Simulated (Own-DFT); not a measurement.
Simulation results for SiC (2H silicon carbide, strained, atoms displaced)

All values are calculated (Own-DFT development build). A calculation, not a measurement: plane-wave PBE density functional theory by an unreviewed code, no spin, of a simulated periodic cell, stress positive in tension, free energy of the whole cell less one offset for each atom, forces on such cells passed a denser k mesh, this cell's mesh not checked; offsets are fitted by least squares, one for each functional and potential file, so energies compare only between cells with the same atoms and settings and are not formation energies; the far tail of each file's local potential was reset to the Coulomb form; each entry is a single point on an unrelaxed cell, so the pressure reflects the starting lattice, mostly measured values (interpolated for alloys), from which strain is counted, and rises with the displacements; printed positions are rounded, which can move forces by about a meV/angstrom; the program, named Own-DFT, is a retired in-house code; no spin-orbit coupling; before rounding, a Quantum ESPRESSO 7.3.1 run of the same cell and cutoff gave forces within 1 meV/angstrom rms on each cell, which checks the program and not the settings.

Settings shared by all entries: functional PBE; potential files PseudoDojo norm-conserving, scalar-relativistic, standard set; wave cutoff 42 hartree; occupations Fermi-Dirac; smearing width 0.1 eV; k mesh 4 x 4 x 3 centred on Gamma.

```json
{"entry": 1, "formula": "SiC", "kind": "2H silicon carbide, strained, atoms displaced", "structure": {"cell_angstrom": [[9.2413, -0.1361, -0.0498], [-4.7385, 8.0938, 0.1769], [-0.0542, 0.1911, 10.0653]], "atoms_fractional": [["Si", 0.00756, 0.99307, 0.99809], ["Si", 0.10273, 0.21573, 0.25139], ["C", 0.99587, 0.99788, 0.17685], ["C", 0.1017, 0.22324, 0.44276], ["Si", 0.00422, 0.00214, 0.50009], ["Si", 0.10658, 0.23, 0.7425], ["C", 0.98598, 0.98685, 0.69418], ["C", 0.10342, 0.21544, 0.93049], ["Si", 0.98855, 0.31793, 0.00553], ["Si", 0.1053, 0.55419, 0.25561], ["C", 0.99143, 0.32727, 0.18101], ["C", 0.11647, 0.5571, 0.43343], ["Si", 0.00769, 0.34481, 0.50545], ["Si", 0.10994, 0.55789, 0.74897], ["C", 0.99458, 0.33305, 0.68868], ["C", 0.10771, 0.56031, 0.92856], ["Si", 0.99805, 0.6705, 0.99729], ["Si", 0.11255, 0.89478, 0.245], ["C", 0.0056, 0.66813, 0.18951], ["C", 0.11287, 0.89295, 0.43469], ["Si", 0.9955, 0.66531, 0.49853], ["Si", 0.11115, 0.89162, 0.75115], ["C", 0.00401, 0.67461, 0.6928], ["C", 0.11939, 0.89936, 0.92831], ["Si", 0.32722, 0.99707, 0.00167], ["Si", 0.44183, 0.22294, 0.25952], ["C", 0.32391, 0.99498, 0.19193], ["C", 0.44791, 0.22875, 0.4387], ["Si", 0.33056, 0.98931, 0.49469], ["Si", 0.44395, 0.22557, 0.74578], ["C", 0.33547, 0.00509, 0.68546], ["C", 0.43758, 0.20874, 0.94255], ["Si", 0.33389, 0.33446, 0.99833], ["Si", 0.44669, 0.55946, 0.25463], ["C", 0.32963, 0.33179, 0.18382], ["C", 0.43948, 0.55389, 0.43852], ["Si", 0.34499, 0.33625, 0.50611], ["Si", 0.45766, 0.55739, 0.74885], ["C", 0.33982, 0.33476, 0.68576], ["C", 0.44098, 0.55494, 0.94334], ["Si", 0.33774, 0.66146, 0.00453], ["Si", 0.43433, 0.87069, 0.24535], ["C", 0.3355, 0.66311, 0.18986], ["C", 0.44418, 0.88433, 0.43715], ["Si", 0.33642, 0.66958, 0.49834], ["Si", 0.43795, 0.88982, 0.75097], ["C", 0.3258, 0.6591, 0.68626], ["C", 0.4427, 0.88372, 0.93097], ["Si", 0.66092, 0.99088, 0.99966], ["Si", 0.77699, 0.22399, 0.25719], ["C", 0.67139, 0.00814, 0.17961], ["C", 0.78022, 0.21923, 0.44118], ["Si", 0.66438, 0.99359, 0.498], ["Si", 0.77768, 0.23379, 0.74793], ["C", 0.66487, 0.00375, 0.68094], ["C", 0.78834, 0.22209, 0.93544], ["Si", 0.65742, 0.3348, 0.00262], ["Si", 0.77726, 0.56161, 0.24961], ["C", 0.66954, 0.33074, 0.18313], ["C", 0.7777, 0.55372, 0.43398], ["Si", 0.66951, 0.33249, 0.50201], ["Si", 0.77787, 0.55768, 0.75146], ["C", 0.66621, 0.33521, 0.69099], ["C", 0.77751, 0.55835, 0.93543], ["Si", 0.665, 0.66211, 0.99612], ["Si", 0.78303, 0.88809, 0.25056], ["C", 0.66206, 0.66974, 0.18247], ["C", 0.77613, 0.88972, 0.43478], ["Si", 0.66925, 0.66662, 0.4982], ["Si", 0.77656, 0.88907, 0.75879], ["C", 0.66581, 0.66037, 0.69081], ["C", 0.78196, 0.88264, 0.9474]]}, "results": {"free_energy_of_cell_above_offsets [eV]": "-6.044", "pressure [GPa]": 4.89, "stress_xx [GPa]": -4.55, "stress_yy [GPa]": -1.73, "stress_zz [GPa]": -8.4, "stress_yz [GPa]": 5.96, "stress_xz [GPa]": -1.68, "stress_xy [GPa]": -6.63, "force_element": ["Si", "Si", "C", "C", "Si", "Si", "C", "C", "Si", "Si", "C", "C", "Si", "Si", "C", "C", "Si", "Si", "C", "C", "Si", "Si", "C", "C", "Si", "Si", "C", "C", "Si", "Si", "C", "C", "Si", "Si", "C", "C", "Si", "Si", "C", "C", "Si", "Si", "C", "C", "Si", "Si", "C", "C", "Si", "Si", "C", "C", "Si", "Si", "C", "C", "Si", "Si", "C", "C", "Si", "Si", "C", "C", "Si", "Si", "C", "C", "Si", "Si", "C", "C"], "force_x [eV/angstrom]": [-1.743, 0.223, 1.243, 1.997, -1.006, 1.368, 1.72, 0.753, 1.829, 1.079, 0.946, -1.36, -0.481, -0.046, 0.222, 0.767, 1.626, -1.262, -1.37, -0.709, 1.045, 0.075, -0.217, -0.459, 1.891, 0.382, 2.448, 0.4, 0.121, 0.451, -0.403, -0.606, -0.667, 0.016, 0.167, 1.042, -2.074, -3.901, -1.312, 1.252, -2.484, 0.368, -1.057, -0.383, 0.117, 1.126, 1.623, -0.45, 0.852, -0.155, -0.488, -0.717, 0.283, 0.933, 0.246, -3.966, 2.411, 0.296, -1.453, -0.542, 0.195, 0.719, -0.254, -0.61, -0.107, -2.036, 1.386, 0.938, -0.433, -1.56, 1.005, -1.252], "force_y [eV/angstrom]": [1.528, 0.956, 0.369, 0.375, -0.599, -1.975, 2.593, 0.989, 2.481, -0.943, 1.046, 0.726, -1.978, -0.514, 1.744, -0.745, -0.456, -1.563, 0.647, -0.627, 0.812, 0.403, -1.06, -2.007, -0.936, 0.037, 0.979, -1.273, 1.73, -1.526, -0.374, 2.985, -1.771, -1.733, 0.234, 0.62, -0.563, -0.956, 0.407, -0.255, 0.275, 3.71, -1.151, 0.593, -1.115, -0.615, 1.216, 0.212, 1.535, -0.818, -1.644, 0.957, 0.783, -2.721, -0.426, -1.324, -0.986, -1.154, 1.007, 0.259, -0.372, -0.25, 1.204, -0.577, 0.147, 0.177, -0.284, -0.377, -0.131, -0.488, 2.091, 0.458], "force_z [eV/angstrom]": [-1.33, -0.578, 2.439, -0.298, 0.925, 1.273, -1.83, 1.018, -2.425, -2.572, 3.218, 1.661, -0.848, 0.06, -0.785, 3.04, -0.039, 0.936, -0.64, -0.056, 0.45, -1.573, -1.617, 2.261, 0.469, -2.879, -0.758, 0.988, 0.915, 1.523, -0.451, -1.582, -0.13, -0.994, 1.676, 0.403, -1.757, 0.881, 1.082, -1.792, -1.497, 0.501, -0.334, -1.036, 1.0, -1.535, -0.153, 2.283, -0.988, -1.839, 2.577, 0.165, 0.208, 1.095, 1.876, -0.7, -0.975, -1.297, 2.261, 0.905, -0.334, -0.253, -0.822, 0.662, 0.835, -1.463, 1.225, 0.41, 0.31, -0.558, -1.241, -1.572]}}
{"entry": 2, "formula": "SiC", "kind": "2H silicon carbide, strained, atoms displaced", "structure": {"cell_angstrom": [[9.113, 0.1784, -0.0667], [-4.402, 8.027, 0.0713], [-0.0726, 0.0477, 10.0975]], "atoms_fractional": [["Si", 0.99804, 0.99455, 0.00395], ["Si", 0.10536, 0.21429, 0.25649], ["C", 0.01336, 0.00224, 0.1795], ["C", 0.10575, 0.21605, 0.42808], ["Si", 0.00048, 0.99786, 0.5068], ["Si", 0.11191, 0.22166, 0.75486], ["C", 0.0079, 0.0082, 0.69084], ["C", 0.10823, 0.21677, 0.93531], ["Si", 0.99655, 0.32688, 0.01339], ["Si", 0.11011, 0.55243, 0.25081], ["C", 0.0101, 0.34115, 0.18806], ["C", 0.10528, 0.55787, 0.44407], ["Si", 0.98781, 0.31521, 0.50114], ["Si", 0.12312, 0.55728, 0.7592], ["C", 0.00988, 0.33581, 0.68793], ["C", 0.1208, 0.56118, 0.93642], ["Si", 0.00191, 0.66898, 0.00462], ["Si", 0.12002, 0.89719, 0.25603], ["C", 0.00257, 0.6632, 0.18717], ["C", 0.10525, 0.87851, 0.4415], ["Si", 0.99452, 0.66704, 0.50973], ["Si", 0.11887, 0.89978, 0.74687], ["C", 0.99729, 0.66386, 0.68451], ["C", 0.1108, 0.88352, 0.92962], ["Si", 0.32785, 0.00064, 0.00429], ["Si", 0.44214, 0.22399, 0.24725], ["C", 0.32799, 0.99709, 0.19726], ["C", 0.44739, 0.23078, 0.43366], ["Si", 0.32384, 0.99132, 0.49493], ["Si", 0.45011, 0.22042, 0.75181], ["C", 0.34545, 0.0082, 0.68827], ["C", 0.44307, 0.22449, 0.93431], ["Si", 0.33635, 0.32222, 0.99508], ["Si", 0.43999, 0.55919, 0.25487], ["C", 0.33216, 0.3285, 0.18459], ["C", 0.44191, 0.56029, 0.43896], ["Si", 0.33311, 0.33275, 0.50242], ["Si", 0.43787, 0.54699, 0.753], ["C", 0.34552, 0.33375, 0.69029], ["C", 0.43205, 0.54842, 0.94195], ["Si", 0.34103, 0.67297, 0.00011], ["Si", 0.45522, 0.89514, 0.25287], ["C", 0.33793, 0.66797, 0.18741], ["C", 0.44843, 0.88537, 0.4373], ["Si", 0.33615, 0.66549, 0.48958], ["Si", 0.43543, 0.87731, 0.75293], ["C", 0.32264, 0.65893, 0.68365], ["C", 0.44897, 0.89198, 0.9414], ["Si", 0.67213, 0.00188, 0.99961], ["Si", 0.7806, 0.22363, 0.25572], ["C", 0.67407, 0.0087, 0.18392], ["C", 0.77778, 0.23202, 0.43093], ["Si", 0.66722, 0.98866, 0.49733], ["Si", 0.77976, 0.2251, 0.75327], ["C", 0.66589, 0.99501, 0.68904], ["C", 0.76983, 0.21807, 0.93911], ["Si", 0.66649, 0.32654, 0.9978], ["Si", 0.7818, 0.55626, 0.24423], ["C", 0.67208, 0.33468, 0.18983], ["C", 0.78852, 0.55952, 0.42968], ["Si", 0.67246, 0.34136, 0.50391], ["Si", 0.78217, 0.5545, 0.7484], ["C", 0.66702, 0.32648, 0.69103], ["C", 0.77534, 0.5594, 0.9348], ["Si", 0.67813, 0.66616, 0.00511], ["Si", 0.77814, 0.88679, 0.25155], ["C", 0.66756, 0.66296, 0.18742], ["C", 0.77794, 0.88866, 0.43931], ["Si", 0.67021, 0.65561, 0.50496], ["Si", 0.78462, 0.88209, 0.75862], ["C", 0.66169, 0.6652, 0.67982], ["C", 0.786, 0.88944, 0.93207]]}, "results": {"free_energy_of_cell_above_offsets [eV]": "-4.831", "pressure [GPa]": 5.4, "stress_xx [GPa]": -10.88, "stress_yy [GPa]": 3.13, "stress_zz [GPa]": -8.43, "stress_yz [GPa]": 0.88, "stress_xz [GPa]": -1.88, "stress_xy [GPa]": 10.1, "force_element": ["Si", "Si", "C", "C", "Si", "Si", "C", "C", "Si", "Si", "C", "C", "Si", "Si", "C", "C", "Si", "Si", "C", "C", "Si", "Si", "C", "C", "Si", "Si", "C", "C", "Si", "Si", "C", "C", "Si", "Si", "C", "C", "Si", "Si", "C", "C", "Si", "Si", "C", "C", "Si", "Si", "C", "C", "Si", "Si", "C", "C", "Si", "Si", "C", "C", "Si", "Si", "C", "C", "Si", "Si", "C", "C", "Si", "Si", "C", "C", "Si", "Si", "C", "C"], "force_x [eV/angstrom]": [1.018, 1.468, -2.431, 0.666, -0.417, 0.91, -1.013, 0.136, 0.585, 0.814, -1.012, 1.544, 0.468, -2.305, -1.755, -1.049, 0.53, -0.725, -0.927, -0.311, 1.456, 1.231, 0.394, -0.094, 0.693, 1.443, 1.677, 0.547, 1.716, 0.301, -1.45, 2.74, -3.909, 2.217, -1.375, 2.839, -0.496, 0.409, -2.276, 2.845, -0.836, -0.546, -1.555, -0.599, -3.065, 1.596, 1.842, -0.208, -0.458, 0.465, 0.214, 0.661, -2.018, 2.111, 0.282, 2.409, -1.661, 0.668, -1.137, -1.28, -0.691, -0.88, -0.648, 2.533, -3.45, 0.984, -1.044, 2.066, -1.609, -1.327, 0.865, -0.787], "force_y [eV/angstrom]": [0.843, 1.013, -0.34, -0.297, 0.221, 0.336, -0.653, -0.171, 1.116, 1.047, -1.718, -1.28, 3.183, -0.957, -0.325, -1.033, -0.522, -2.821, 1.568, 1.395, -0.824, -1.764, 0.982, 0.75, -0.467, 0.075, 1.302, -1.311, 1.948, -0.231, -1.459, -1.929, 2.421, -1.82, 1.006, -1.998, 0.39, 1.381, -0.456, 0.261, -0.604, -1.111, 1.28, 0.546, 0.28, 0.942, 1.311, -0.052, -0.633, 0.535, -0.664, -2.404, 2.221, -1.821, 0.159, 0.248, 1.88, -0.569, -0.254, -0.795, -0.848, -0.01, 2.06, -1.77, 0.299, -0.04, 1.182, -1.307, 1.47, 0.658, -0.319, -0.735], "force_z [eV/angstrom]": [-2.633, -3.821, 2.751, 4.142, -1.14, -0.61, -0.521, 1.689, -3.645, 1.262, 1.768, -1.327, -0.013, -2.328, 0.337, 2.157, -1.733, -0.242, 0.165, -0.128, -2.327, -0.013, 2.6, 1.908, -0.497, 0.815, -1.463, 0.824, 1.045, -0.533, -0.74, 0.349, 1.737, -1.205, 0.269, -0.341, -0.611, -0.149, -0.563, -0.85, 0.731, -0.819, 0.161, -0.118, 2.406, -0.662, 0.003, 0.041, -0.707, -2.066, 1.007, 2.497, 1.806, -0.561, 0.302, -0.129, 1.145, 0.683, -1.124, 1.546, -1.064, 0.135, -0.611, 0.101, -0.921, -0.5, 0.653, -0.625, -2.458, -3.665, 3.059, 3.368]}}
```
